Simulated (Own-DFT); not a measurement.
Hf31O64 (monoclinic hafnia with one vacancy, atoms displaced) (calculated)

All values are calculated (Own-DFT development build). A calculation, not a measurement: plane-wave density functional theory by an unreviewed code, no spin, of a simulated periodic cell, stress positive in tension, run twice, with PBE and with PBEsol, both on files made for PBE, so the change isn't that of files made for PBEsol, defect cell not probed for a lower state with spin; a neutral cation vacancy leaves holes that likely carry spin, which this run leaves out; hafnium file: forces about 75 meV/angstrom off all-electron values; oxygen file: force components 24 meV/angstrom off all-electron in one glass; forces on such cells passed a denser k mesh, this cell's mesh not checked; the far tail of each file's local potential was reset to the Coulomb form; each entry is a single point on an unrelaxed cell, so the pressure reflects the starting lattice, mostly measured values (interpolated for alloys), from which strain is counted, and rises with the displacements; printed positions are rounded, which can move forces by about a meV/angstrom; the program, named Own-DFT, is a retired in-house code; no spin-orbit coupling; stress was not checked against mesh or cutoff.

Hf31O64 (monoclinic hafnia with one vacancy, atoms displaced)

```
cell vectors (Å)
  10.2340     0.0000     0.0000
   0.0000    10.3500     0.0000
  -1.6955     0.0000    10.4453
atoms (fractions of the cell vectors)
Hf  0.13130  0.02962  0.09443
Hf  0.35526  0.27303  0.14785
Hf  0.36463  0.47910  0.39128
Hf  0.13907  0.23913  0.35521
O   0.03527  0.16517  0.17548
O   0.46123  0.41242  0.07247
O   0.46447  0.33194  0.32852
O   0.03687  0.08354  0.42216
O   0.22136  0.36895  0.23781
O   0.26972  0.12718  0.99679
O   0.27456  0.11964  0.26481
O   0.22507  0.37088  0.49585
Hf  0.14022  0.01279  0.60375
Hf  0.36445  0.26521  0.64626
Hf  0.35721  0.47761  0.89482
Hf  0.14547  0.22580  0.85460
O   0.03261  0.17067  0.67341
O   0.45826  0.41653  0.57254
O   0.46029  0.34022  0.82897
O   0.03671  0.08758  0.91810
O   0.22232  0.37934  0.74143
O   0.27408  0.11759  0.50425
O   0.27728  0.13449  0.75791
O   0.22343  0.37615  0.98521
Hf  0.13292  0.51351  0.10409
Hf  0.36596  0.76564  0.15649
Hf  0.36793  0.98077  0.39685
Hf  0.13432  0.72526  0.35338
O   0.04214  0.66914  0.17030
O   0.46493  0.92123  0.07616
O   0.46887  0.83816  0.33104
O   0.03556  0.58113  0.42373
O   0.22518  0.87210  0.23946
O   0.26887  0.62740  0.00475
O   0.28090  0.61959  0.25995
O   0.22173  0.87940  0.48504
Hf  0.13985  0.52208  0.60311
Hf  0.35894  0.77384  0.64259
Hf  0.35967  0.98156  0.89928
Hf  0.13790  0.72957  0.84873
O   0.03493  0.67588  0.66942
O   0.46944  0.91065  0.57601
O   0.46407  0.83980  0.82630
O   0.03526  0.58503  0.92204
O   0.22814  0.88111  0.73789
O   0.27238  0.63068  0.51667
O   0.28167  0.62234  0.75726
O   0.22677  0.86924  0.97834
Hf  0.63729  0.01715  0.10409
Hf  0.85831  0.26446  0.15424
Hf  0.85447  0.48314  0.38665
Hf  0.64189  0.22852  0.36123
O   0.54047  0.16384  0.17778
O   0.96533  0.42366  0.08118
O   0.96624  0.32839  0.32915
O   0.52872  0.08875  0.42909
O   0.72305  0.38422  0.23650
O   0.77551  0.12868  0.00844
O   0.77531  0.11710  0.26317
O   0.72383  0.36740  0.48913
Hf  0.64672  0.02174  0.60222
Hf  0.87179  0.27288  0.65624
Hf  0.85955  0.47862  0.89677
O   0.53552  0.16115  0.67342
O   0.96550  0.41733  0.58470
O   0.95119  0.34674  0.82084
O   0.54039  0.08333  0.92389
O   0.72028  0.38162  0.74452
O   0.77486  0.12318  0.51324
O   0.77753  0.12836  0.76667
O   0.73342  0.37226  0.98897
Hf  0.63999  0.52002  0.10756
Hf  0.86089  0.77489  0.13625
Hf  0.86202  0.99138  0.39589
Hf  0.63209  0.72746  0.35786
O   0.53453  0.67272  0.17777
O   0.95108  0.91144  0.07897
O   0.97193  0.83467  0.33007
O   0.53468  0.59003  0.42433
O   0.74097  0.88665  0.25213
O   0.77344  0.62843  0.00304
O   0.76848  0.62232  0.25747
O   0.71842  0.87317  0.48510
Hf  0.64250  0.52671  0.60615
Hf  0.86407  0.76620  0.64480
Hf  0.85729  0.98335  0.88749
Hf  0.63241  0.72457  0.85463
O   0.54042  0.67471  0.68182
O   0.96246  0.91839  0.57784
O   0.95788  0.82974  0.82572
O   0.52764  0.58771  0.92418
O   0.72728  0.88691  0.74694
O   0.77364  0.63701  0.51004
O   0.77012  0.61603  0.76132
O   0.72561  0.86963  0.99445
```

Settings of this run: functional PBE, then PBEsol, potential files PseudoDojo norm-conserving, scalar-relativistic, standard set, wave cutoff 72 hartree, occupations Fermi-Dirac, smearing width 0.1 eV and k mesh 2 x 2 x 2 centred on Gamma.

The calculation gives: PBE pressure 5.7 GPa; PBE stress xx -6.38 GPa; PBE stress yy -5.61 GPa; PBE stress zz -5.1 GPa; PBE stress yz 0.17 GPa; PBE stress xz 0.08 GPa; PBE stress xy 0.05 GPa; PBEsol pressure -0.64 GPa; PBEsol stress xx -0.02 GPa; PBEsol stress yy 0.67 GPa; PBEsol stress zz 1.26 GPa; PBEsol stress yz 0.16 GPa; PBEsol stress xz 0.41 GPa; PBEsol stress xy 0.04 GPa; rms change of force components from PBE to PBEsol 0.054 eV/Å.

Force:
```tsv
force element	PBE force x (eV/Å)	PBE force y (eV/Å)	PBE force z (eV/Å)	PBEsol force x (eV/Å)	PBEsol force y (eV/Å)	PBEsol force z (eV/Å)
Hf	-0.003	-2.498	1.766	-0.012	-2.359	1.683
Hf	2.447	-1.223	-0.658	2.373	-1.124	-0.602
Hf	-0.08	-0.22	1.743	-0.064	-0.271	1.742
Hf	0.331	-2.872	1.337	0.332	-2.845	1.27
O	-0.23	0.205	-0.666	-0.209	0.212	-0.614
O	0.369	0.184	1.402	0.332	0.193	1.327
O	-0.002	0.359	-0.399	-0.026	0.347	-0.434
O	0.065	0.672	-0.087	0.058	0.631	-0.043
O	-0.044	1.323	0.118	0.018	1.263	0.113
O	0.344	0.847	2.315	0.249	0.814	2.229
O	0.24	0.491	-1.623	0.182	0.505	-1.573
O	-0.176	0.029	-1.149	-0.119	0.037	-1.131
Hf	-0.702	1.368	-1.016	-0.669	1.353	-1.046
Hf	1.308	0.565	0.71	1.265	0.59	0.737
Hf	0.659	0.928	-0.322	0.643	0.836	-0.305
Hf	-0.992	2.225	-1.584	-0.911	2.107	-1.571
O	1.584	-1.352	0.305	1.542	-1.29	0.367
O	1.268	0.836	0.137	1.216	0.829	0.067
O	-0.154	-0.686	-1.016	-0.333	-0.59	-1.064
O	-0.912	-0.717	0.314	-0.855	-0.708	0.368
O	-0.273	0.149	-0.378	-0.212	0.136	-0.361
O	0.118	1.764	1.312	0.058	1.699	1.271
O	-0.301	-1.895	0.282	-0.367	-1.821	0.287
O	-0.968	-1.465	0.96	-0.878	-1.424	0.941
Hf	0.793	2.222	-1.083	0.757	2.215	-1.106
Hf	-1.726	1.192	-2.345	-1.69	1.192	-2.233
Hf	-2.116	-0.19	-0.19	-2.086	-0.212	-0.141
Hf	0.115	1.799	-0.418	0.088	1.742	-0.451
O	-0.611	-0.236	0.021	-0.577	-0.23	0.078
O	-0.757	-0.864	0.584	-0.735	-0.815	0.506
O	0.193	-0.541	-0.55	0.181	-0.563	-0.576
O	-0.888	-0.717	-0.502	-0.851	-0.707	-0.438
O	0.166	0.831	-0.64	0.235	0.779	-0.601
O	0.45	0.402	0.997	0.371	0.377	0.953
O	0.01	-0.807	0.394	-0.029	-0.769	0.388
O	0.103	-1.337	0.55	0.151	-1.28	0.56
Hf	-0.465	-0.652	0.881	-0.435	-0.602	0.83
Hf	0.832	0.062	0.565	0.804	0.108	0.586
Hf	1.974	-0.14	-1.003	1.94	-0.186	-0.937
Hf	-0.179	-0.357	1.341	-0.174	-0.389	1.296
O	0.966	-1.149	-0.473	0.932	-1.1	-0.402
O	0.075	0.245	-0.105	0.045	0.247	-0.153
O	0.114	-0.158	0.155	0.097	-0.183	0.105
O	-0.028	-0.032	-0.174	-0.005	-0.049	-0.114
O	-0.419	0.198	-0.224	-0.349	0.18	-0.233
O	0.6	0.089	-1.316	0.512	0.088	-1.268
O	-0.815	0.136	-0.002	-0.862	0.143	-0.009
O	-0.737	0.425	1.12	-0.651	0.423	1.055
Hf	0.77	0.922	-0.889	0.75	0.949	-0.918
Hf	-0.227	0.322	-3.218	-0.234	0.345	-3.121
Hf	1.058	-0.483	1.993	1.013	-0.513	1.955
Hf	-1.08	-0.536	-0.705	-1.053	-0.573	-0.702
O	-1.17	0.676	0.098	-1.119	0.667	0.153
O	-0.969	-1.533	0.674	-0.92	-1.464	0.602
O	-1.399	1.358	0.258	-1.361	1.306	0.187
O	1.355	1.075	-0.254	1.338	1.025	-0.212
O	0.077	-0.992	1.077	0.147	-0.955	1.058
O	0.842	-0.596	1.748	0.808	-0.649	1.783
O	0.025	2.234	-0.42	-0.023	2.192	-0.395
O	0.299	1.087	-0.313	0.343	1.063	-0.34
Hf	-1.335	-0.309	2.363	-1.291	-0.254	2.282
Hf	-3.215	0.03	-0.696	-3.12	0.088	-0.62
Hf	-1.633	0.312	0.06	-1.631	0.257	0.063
O	-0.441	-0.33	-0.901	-0.471	-0.349	-0.958
O	0.353	1.192	-1.363	0.354	1.164	-1.356
O	3.615	-2.038	1.168	3.485	-2.001	1.072
O	-1.08	-0.673	0.157	-1.13	-0.813	0.288
O	-0.02	1.151	-1.603	0.126	1.221	-1.604
O	0.562	1.07	-0.635	0.477	1.006	-0.654
O	0.927	-0.696	-1.353	0.952	-0.761	-1.363
O	-0.323	0.564	1.987	-0.18	0.664	2.025
Hf	-0.496	-0.099	-2.576	-0.441	-0.062	-2.529
Hf	-0.931	-1.927	2.498	-0.919	-1.804	2.451
Hf	1.001	-2.908	0.784	0.955	-2.877	0.781
Hf	2.16	2.198	-0.244	2.103	2.098	-0.25
O	0.821	-1.194	-0.512	0.792	-1.143	-0.424
O	3.843	3.546	-1.23	3.726	3.452	-1.244
O	-0.288	-0.073	-0.07	-0.265	-0.094	-0.116
O	-1.065	-1.317	0.384	-1.024	-1.29	0.404
O	-1.141	-0.971	-1.874	-1.035	-0.93	-1.832
O	-0.389	0.285	1.323	-0.445	0.282	1.29
O	0.477	-0.307	0.391	0.388	-0.336	0.395
O	0.184	0.044	0.783	0.222	0.052	0.758
Hf	-1.161	-1.861	1.228	-1.1	-1.77	1.209
Hf	-0.836	2.068	0.483	-0.793	2.071	0.505
Hf	-1.557	0.664	0.78	-1.565	0.615	0.764
Hf	0.443	1.326	0.899	0.425	1.233	0.845
O	-0.56	-1.055	-2.09	-0.532	-1.013	-1.976
O	0.1	-0.057	0.349	0.109	-0.044	0.294
O	0.966	0.057	0.522	0.94	0.039	0.442
O	0.22	-0.089	0.719	0.236	-0.095	0.729
O	-0.324	-0.774	-1.176	-0.245	-0.74	-1.142
O	0.242	-1.618	-0.455	0.162	-1.583	-0.436
O	0.757	0.91	-0.727	0.662	0.887	-0.716
O	-0.994	-0.096	-0.807	-0.898	-0.091	-0.776
```
